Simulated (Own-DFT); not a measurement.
# Stretching a layer in its plane: diamond-structure GeSn with randomly placed atoms, 64 atoms (Ge52Sn12)

Everything here is calculated. The program is Own-DFT (plane waves, in-house, since retired, never reviewed by a person); positions were held fixed, and spin and spin-orbit coupling were off.

Settings: PBE; PseudoDojo norm-conserving scalar-relativistic files; cutoff 49 hartree; 3 x 3 x 3 k mesh centred on Gamma; Fermi-Dirac smearing of 0.1 eV.

Caveats: forces on such cells moved up to 12 meV/angstrom on a denser k mesh; stress not checked against mesh or cutoff.

Unstrained cell vectors in Å: (11.628, 0.000, 0.000); (0.000, 11.628, 0.000); (0.000, 0.000, 11.628). The unstrained cell has measured lattice constants (interpolated for alloys), not those of this functional. That, the random moves and any unrelaxed bonds set the pressure at no strain. Each run strains x and y alike by e, as a substrate would, and holds the height along z. Random moves of width 0.05 Å per axis were added to every atom. The random placing of the alloy's atoms differs from row to row. Stress is positive in tension.

| e (%) | u (Å) | (s_xx + s_yy)/2 (GPa) | s_zz (GPa) |
|---|---|---|---|
| -3.00 | 0.046 | -11.17 | -9.49 |
| -2.50 | 0.048 | -10.10 | -8.78 |
| -1.75 | 0.051 | ? | ? |
| -1.50 | 0.053 | -8.23 | -7.57 |
| -1.00 | 0.049 | -7.30 | -6.74 |
| 0.50 | 0.052 | -4.49 | -4.95 |
| 0.75 | 0.047 | -4.33 | -4.81 |
| 1.50 | 0.054 | -3.09 | -3.85 |
| 2.50 | 0.052 | -1.83 | -2.95 |
| 3.00 | 0.048 | -0.89 | -2.39 |

## Working it out

With e as a fraction, the in-plane stress is -5.5 + 169 e - 645 e² GPa (errors 2 and 116, scatter 0.12), and s_zz is -5.6 + 118 e - 410 e² GPa (slope ± 1, scatter 0.08). At e = 0 the first slope is C11 + C12 and the second 2 C12, both with the ions held to the strained lattice and at the cell's own pressure. The term in e² is negative: the layer stiffens under compression and softens under tension. A free layer would change its height as e changes, and the in-plane slope would drop by 2 C12²/C11 to the biaxial modulus. At fixed height, a misfit of 1 % moves the in-plane stress by about 1.7 GPa and s_zz by 1.2 GPa.

## Check

The question: what are the two stresses at e = -1.75 %?

The fitted form gives -8.7 and -7.8 GPa. Computed: -8.65 and -7.79 GPa.
